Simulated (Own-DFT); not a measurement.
# Computed records: Si2SnGe13 (diamond-structure random alloy, atoms displaced)

Computed with Own-DFT development build. A calculation, not a measurement: plane-wave density functional theory by an unreviewed code, no spin, of a simulated periodic cell, stress positive in tension, run twice, with PBE and with PBEsol, both on files made for PBE, so the change isn't that of files made for PBEsol, forces on such cells moved up to 12 meV/angstrom on a denser k mesh; the far tail of each file's local potential was reset to the Coulomb form; each entry is a single point on an unrelaxed cell, so the pressure reflects the starting lattice, mostly measured values (interpolated for alloys), from which strain is counted, and rises with the displacements; printed positions are rounded, which can move forces by about a meV/angstrom; the program, named Own-DFT, is a retired in-house code; no spin-orbit coupling; stress was not checked against mesh or cutoff.

```xyz
64
Lattice="11.3631 0.0000 0.0000 0.0000 11.3631 0.0000 0.0000 0.0000 11.3631" Properties=species:S:1:pos:R:3:PBE_force_x:R:1:PBE_force_y:R:1:PBE_force_z:R:1:PBEsol_force_x:R:1:PBEsol_force_y:R:1:PBEsol_force_z:R:1 formula=Si2SnGe13 functional=PBE,then_PBEsol potential_files=PseudoDojo_norm-conserving,scalar-relativistic,standard_set wave_cutoff=49 occupations=Fermi-Dirac smearing_width=0.1 k_mesh=3_x_3_x_3_centred_on_Gamma PBE_pressure=5.45 PBE_stress_xx=-5.49 PBE_stress_yy=-5.28 PBE_stress_zz=-5.59 PBE_stress_yz=-0.05 PBE_stress_xz=-1.83 PBE_stress_xy=0.32 PBEsol_pressure=2.61 PBEsol_stress_xx=-2.65 PBEsol_stress_yy=-2.43 PBEsol_stress_zz=-2.73 PBEsol_stress_yz=-0.06 PBEsol_stress_xz=-1.75 PBEsol_stress_xy=0.31 rms_change_of_force_components_from_PBE_to_PBEsol=0.051
Sn     0.0101     0.0833    11.3313      0.567     -0.482      0.637      0.544     -0.485      0.634
Sn    11.3556     2.8351     2.8407      0.074      1.415      0.664      0.072      1.357       0.65
Ge     2.8205     0.1158     2.9681      0.215     -1.978     -0.768      0.132     -1.942     -0.786
Si     2.8646     2.8843    11.3065      0.646     -1.184      2.069      0.636     -1.156      2.021
Ge     1.3110     1.3335     1.5845      3.337      0.542     -1.534      3.214      0.502     -1.457
Ge     1.5151     4.1320     4.3123      0.475      2.257      0.193      0.457      2.171      0.197
Si     4.2463     1.3385     4.3177      0.935      0.853       0.31      0.916      0.836      0.307
Ge     4.3763     4.2581     1.5398     -1.888      1.636     -2.398     -1.814      1.574     -2.251
Ge     0.0164     0.0485     5.6438     -0.273     -0.112      0.832     -0.263     -0.109       0.79
Si    11.3098     2.9258     8.5541     -0.701     -0.478     -0.417      -0.65     -0.498     -0.367
Ge     2.9731    11.2670     8.5916     -0.453      1.206     -0.524     -0.446      1.163     -0.498
Ge     2.8076     2.6996     5.6649      1.235      0.611      0.898       1.13      0.625       0.89
Ge     1.3849     1.5577     7.1996      0.071     -1.482      0.419      0.111      -1.46      0.346
Ge     1.4926     4.1243     9.9465     -0.588      2.004     -0.987     -0.609      1.975     -0.946
Ge     4.3668     1.3885    10.0680     -1.226      0.333     -0.652     -1.138      0.288     -0.668
Ge     4.2853     4.3094     7.1831     -1.001     -0.146       -0.2     -0.934     -0.157     -0.216
Ge    11.2677     5.6331    11.3460       1.38     -0.318     -0.283      1.314     -0.299     -0.257
Ge    11.3251     8.5848     2.8598     -0.066     -1.242     -1.331     -0.066     -1.196     -1.284
Ge     2.9770     5.7941     2.9183     -1.455     -1.007     -0.569     -1.396     -0.984      -0.54
Ge     2.8876     8.5804     0.1246     -1.531     -1.307     -0.925     -1.477     -1.253     -0.907
Ge     1.2929     7.0558     1.4036      1.064      0.328      0.543      1.034      0.332      0.532
Ge     1.2957     9.8453     4.2080      1.107      2.008      0.673      1.068      1.938      0.664
Ge     4.2921     7.1850     4.3101     -0.019      1.783     -0.723     -0.055      1.669     -0.678
Ge     4.3058     9.8870     1.3666      0.409      2.164      1.023      0.362      2.104      0.939
Ge    11.3341     5.6707     5.6498      0.399     -0.335     -0.028      0.411     -0.284     -0.053
Sn     0.0607     8.5766     8.4713      0.284     -0.723      3.851      0.272     -0.708      3.718
Si     2.8196     5.8935     8.4502      0.207     -2.464      0.673      0.208       -2.4      0.656
Ge     2.6860     8.5842     5.6566      0.446     -1.148      0.015      0.439     -1.102       0.01
Ge     1.3554     7.1032     7.1838      1.258     -1.452     -2.601       1.18     -1.353     -2.563
Ge     1.4756    10.0192    10.0415      1.781     -1.184     -0.755      1.739     -1.146     -0.741
Ge     4.1228     7.0387    10.0029      0.859      0.742       0.14      0.837      0.789      0.146
Ge     4.2057     9.9417     6.9177      0.978      0.223      1.163      0.933      0.215      1.147
Ge     5.8196     0.0072    11.3017     -1.331      0.995      2.561     -1.273      0.962      2.466
Ge     5.5647     2.8900     2.8458      1.624     -2.797      1.162      1.597     -2.644      1.103
Si     8.5450    11.2650     2.7139      1.684      1.342       0.24      1.654      1.319      0.221
Ge     8.5211     2.8674     0.0356      0.553      -0.66      -0.24      0.528     -0.637     -0.222
Ge     7.2581     1.3638     1.4465     -1.365      0.613      0.144     -1.347      0.623      0.074
Ge     7.0985     4.1730     4.2126     -1.155      0.642      0.927     -1.111      0.622      0.888
Ge     9.9398     1.4738     4.2329     -2.065     -1.794      1.164     -1.957     -1.715      1.148
Ge    10.0027     4.2317     1.3834     -1.698      0.931     -0.235     -1.651        0.9     -0.238
Ge     5.8430     0.0598     5.6888     -2.425     -0.173     -0.425     -2.326     -0.181     -0.391
Ge     5.6483     2.8977     8.6975      0.765     -0.039     -0.992      0.735     -0.035     -0.955
Ge     8.4168    11.2867     8.6146      0.756      0.504      -1.82      0.745      0.487     -1.726
Ge     8.5106     2.9641     5.7413      0.025     -1.277     -1.057     -0.037     -1.284     -1.081
Ge     7.0863     1.4784     6.9798      0.462      0.759      2.684      0.444      0.721      2.585
Ge     7.1146     4.3029    10.1097     -0.472      0.682     -0.568      -0.42      0.613     -0.577
Ge     9.9202     1.3082     9.9290     -1.565      2.877     -1.825     -1.545      2.754     -1.734
Si     9.8807     4.2508     7.0237      1.313      0.834      1.569      1.252       0.85      1.499
Si     5.6318     5.7862     0.0700      0.533     -0.456       0.18      0.523     -0.444      0.179
Si     5.7398     8.7374     2.7935     -2.268     -3.897     -1.636     -2.231     -3.824     -1.621
Ge     8.4784     5.5556     2.8912      0.916      1.152     -0.818      0.888      1.115     -0.799
Ge     8.5413     8.5401    11.3414      0.747      -0.57      0.686      0.716     -0.543      0.675
Ge     7.1758     7.1597     1.4596     -1.011     -0.115      0.207     -0.928     -0.108      0.191
Sn     7.0970     9.9396     4.1468      2.507       0.62      2.523      2.453      0.643      2.557
Ge     9.9753     7.1750     4.1943     -0.731     -1.091      0.698      -0.69     -1.047      0.692
Ge    10.0552     9.9462     1.3905     -1.733     -0.806      0.472      -1.65     -0.814      0.436
Ge     5.5427     5.7126     5.6207       1.93     -0.564      0.852      1.854      -0.54      0.826
Ge     5.6383     8.5185     8.5722     -0.042      0.457      0.181     -0.038      0.428       0.16
Ge     8.6171     5.6418     8.5878     -1.477     -0.751     -1.144     -1.449     -0.681     -1.061
Ge     8.7166     8.5607     5.7995     -1.952     -1.567     -1.341     -1.868     -1.522     -1.288
Ge     7.1146     7.1370     7.1587      0.134     -0.542     -0.306      0.131     -0.515     -0.282
Ge     7.1590    10.0378    10.1484     -0.127     -2.232     -2.216     -0.112     -2.141      -2.14
Ge     9.8973     6.9819     9.9722       0.41      1.433      0.095      0.387      1.366      0.093
Ge     9.9985     9.8134     7.1544     -1.469      4.426     -1.126     -1.436      4.265      -1.11
```

Units: wave_cutoff in hartree; smearing_width in eV; PBE_pressure, PBE_stress_xx, PBE_stress_yy, PBE_stress_zz, PBE_stress_yz, PBE_stress_xz, PBE_stress_xy, PBEsol_pressure, PBEsol_stress_xx, PBEsol_stress_yy, PBEsol_stress_zz, PBEsol_stress_yz, PBEsol_stress_xz, PBEsol_stress_xy in GPa; rms_change_of_force_components_from_PBE_to_PBEsol, PBE_force_x, PBE_force_y, PBE_force_z, PBEsol_force_x, PBEsol_force_y, PBEsol_force_z in eV/Å.
